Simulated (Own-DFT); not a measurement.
# Response to strain: wurtzite AlGaN with randomly placed atoms, 72 atoms (Al27Ga9N36)

These are calculations, not measurements. They come from Own-DFT, an in-house plane-wave density functional program, since retired, whose code no person has reviewed. Each row is one single-point run on a periodic cell that was not relaxed, without spin or spin-orbit coupling.

Settings of every run: PBE; PseudoDojo norm-conserving scalar-relativistic files (stringent for Ga); cutoff 96 hartree; 4 x 4 x 3 k mesh centred on Gamma; Gaussian smearing of 0.01 eV.

Known limits: forces on such cells passed a denser k mesh, each cell not checked; stress not checked against mesh or cutoff.

Unstrained cell vectors in Å: (9.394, 0.000, 0.000); (-4.697, 8.135, 0.000); (0.000, 0.000, 10.066). The unstrained cell has measured lattice constants (interpolated for alloys), not those of this functional. That, the random moves and any unrelaxed bonds set the pressure at no strain. Each run strains this cell uniformly, with the atoms carried along. Every atom was also moved at random, by a Gaussian of width 0.05 Å on each axis. The random placing of the alloy's atoms differs from row to row. Strain is the symmetric tensor, in per cent. Stress is positive in tension, and the pressure is minus a third of its trace.

```
run,e_xx (%),e_yy (%),e_zz (%),s_xx (GPa),s_yy (GPa),s_zz (GPa),P (GPa),E (meV/atom)
1,1.75,1.75,0.00,1.95,3.68,-3.98,-0.55,23.5
2,2.00,2.00,0.00,4.08,5.92,-5.21,-1.60,16.2
3,0.25,0.25,0.00,-3.40,-4.75,-5.56,4.57,0.0
4,0.50,0.50,0.00,-0.40,-4.12,-7.65,4.06,16.0
5,1.00,1.00,0.00,0.09,-1.82,-4.00,1.91,11.7
6,-1.00,-1.00,0.00,-12.02,-12.84,-7.19,10.68,34.5
7,-1.25,-1.25,0.00,-15.06,-13.08,-9.87,12.67,59.7
8,-0.50,-0.50,0.00,-9.33,-8.59,-9.41,9.11,47.2
9,1.25,1.25,0.00,?,?,?,?,?
```

E is the free energy for each atom above the lowest run shown.

## Worked fit

The change of volume is close to e_xx + e_yy + e_zz. A straight line through the runs shown gives P = 6.61 - 215 x (fractional change of volume) GPa, with an error of 10 on the slope and a scatter of 0.62 GPa. The strain isn't the same on all axes and the cell isn't cubic, so the slope belongs to this path and is not the bulk modulus.

## Withheld run

Question: what pressure should run 9 give? Its volume changes by 2.52 %.

The line gives 1.2 GPa. The calculation gave 1.24 GPa.
